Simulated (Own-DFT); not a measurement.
# What a defect does to the pressure of its cell: zincblende GaAs

No measurement is shown. These are fixed-geometry runs of a retired plane-wave code named Own-DFT, which no person has reviewed; spin and spin-orbit coupling are neglected.

All runs used: PBE; PseudoDojo norm-conserving scalar-relativistic files; cutoff 42 hartree; 3 x 3 x 3 k mesh centred on Gamma; Fermi-Dirac smearing of 0.1 eV.

Limits (not all hold for every row): not probed for a lower state with spin; forces not confirmed at this smearing and k mesh; stress not checked against mesh or cutoff.

All runs share one cell, with vectors in Å (10.862, 0.000, 0.000); (0.000, 10.862, 0.000); (0.000, 0.000, 11.796) and a volume of 1391.7 Å³, strained against the parent crystal. u is the rms random offset of the atoms per axis. The defect's site can differ from row to row.

| cell | formula | u (Å) | P (GPa) |
|---|---|---|---|
| no defect | As32Ga32 | 0.0274 | 6.65 |
| no defect | As32Ga32 | 0.0279 | 6.66 |
| no defect | As32Ga32 | 0.0469 | 7.04 |
| one In on a Ga site | As32Ga31In | 0.0289 | ? |
| one In on a Ga site | As32Ga31In | 0.0299 | 7.43 |
| one In on a Ga site | As32Ga31In | 0.0307 | 7.41 |
| one In on a Ga site | As32Ga31In | 0.0314 | 7.40 |
| one Al on a Ga site | AlAs32Ga31 | 0.0329 | 6.70 |
| one Al on a Ga site | AlAs32Ga31 | 0.0463 | 6.90 |
| one Al on a Ga site | AlAs32Ga31 | 0.0526 | 7.17 |
| one P on an As site | As31Ga32P | 0.0283 | 6.36 |
| one P on an As site | As31Ga32P | 0.0294 | 6.35 |
| one P on an As site | As31Ga32P | 0.0475 | 6.66 |
| one As vacancy and one Ga vacancy | As31Ga31 | 0.0299 | 5.96 |
| one As vacancy and one Ga vacancy | As31Ga31 | 0.0317 | 6.06 |
| one As vacancy and one Ga vacancy | As31Ga31 | 0.0504 | 6.15 |

## Worked fit

P = P0 + c u² + a shift for each defect gives P0 = 6.53 GPa, c = 206 ± 29 GPa/Å² and a scatter of 0.07 GPa. The shifts, and each times the cell's volume:

- one In on a Ga site: 0.69 ± 0.06 GPa, 6.0 eV
- one Al on a Ga site: -0.01 ± 0.06 GPa, -0.1 eV (not resolved)
- one P on an As site: -0.34 ± 0.06 GPa, -2.9 eV
- one As vacancy and one Ga vacancy: -0.77 ± 0.06 GPa, -6.7 eV

Against the defect-free cell, a freed cell would be larger where the shift is positive and smaller where it is negative (160.2 GPa Å³ is 1 eV). The atoms around the defects weren't relaxed, which would change these numbers.

## Withheld run

Question: what pressure belongs in the blank (one In on a Ga site, u = 0.0289 Å)?

From the fit: 7.39 ± 0.08 GPa. The run itself gave 7.39 GPa.
